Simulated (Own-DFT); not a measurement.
# One host, several defects: C11b WSi2

Everything here is calculated. The program is Own-DFT (plane waves, in-house, since retired, never reviewed by a person); positions were held fixed, and spin and spin-orbit coupling were off.

Settings: PBE; PseudoDojo norm-conserving scalar-relativistic files; cutoff 50 hartree; 5 x 5 x 5 k mesh centred on Gamma; cold (Marzari-Vanderbilt) smearing of 0.2 eV.

Keep in mind: forces on such cells failed a check on a denser k mesh; stress not checked against mesh or cutoff.

All runs share one cell, with vectors in Å (-2.148, -5.953, 3.409); (-6.444, 2.976, 1.136); (-2.553, -2.948, -6.757) and a volume of 403.2 Å³. The atoms are randomly displaced, by u rms on each axis. The defect's site can differ from row to row.

```
              cell  formula   u (Å)  P (GPa)
         no defect  Si20W10  0.0192     4.37
         no defect  Si20W10  0.0481     5.51
         no defect  Si20W10  0.0515     6.51
one W on a Si site  Si19W11  0.0298     9.97
one W on a Si site  Si19W11  0.0304     9.66
one W on a Si site  Si19W11  0.0499    10.46
one W on a Si site  Si19W11  0.0522        ?
one Si on a W site   Si21W9  0.0277     6.21
one Si on a W site   Si21W9  0.0539     7.28
one Si on a W site   Si21W9  0.0560     7.97
    one Si vacancy  Si19W10  0.0295     3.20
    one Si vacancy  Si19W10  0.0487     4.96
    one Si vacancy  Si19W10  0.0499     5.14
```

## Worked fit

P = P0 + c u² + a shift for each defect gives P0 = 4.13 GPa, c = 749 ± 123 GPa/Å² and a scatter of 0.38 GPa. The shifts, and each times the cell's volume:

- one W on a Si site: 4.82 ± 0.32 GPa, 12.1 eV
- one Si on a W site: 1.32 ± 0.32 GPa, 3.3 eV
- one Si vacancy: -1.13 ± 0.31 GPa, -2.8 eV

Positive is outwards. The product with the volume (160.2 GPa Å³ to the eV) is nearly free of the cell's size; divided by the bulk modulus at the cell's pressure it gives the volume that the defect adds. The atoms around the defects weren't relaxed, which would change these numbers.

## Test on the hidden row

The question: what pressure belongs in the blank (one W on a Si site, u = 0.0522 Å)?

The fit gives 11.00 ± 0.47 GPa. The hidden result is 11.13 GPa.
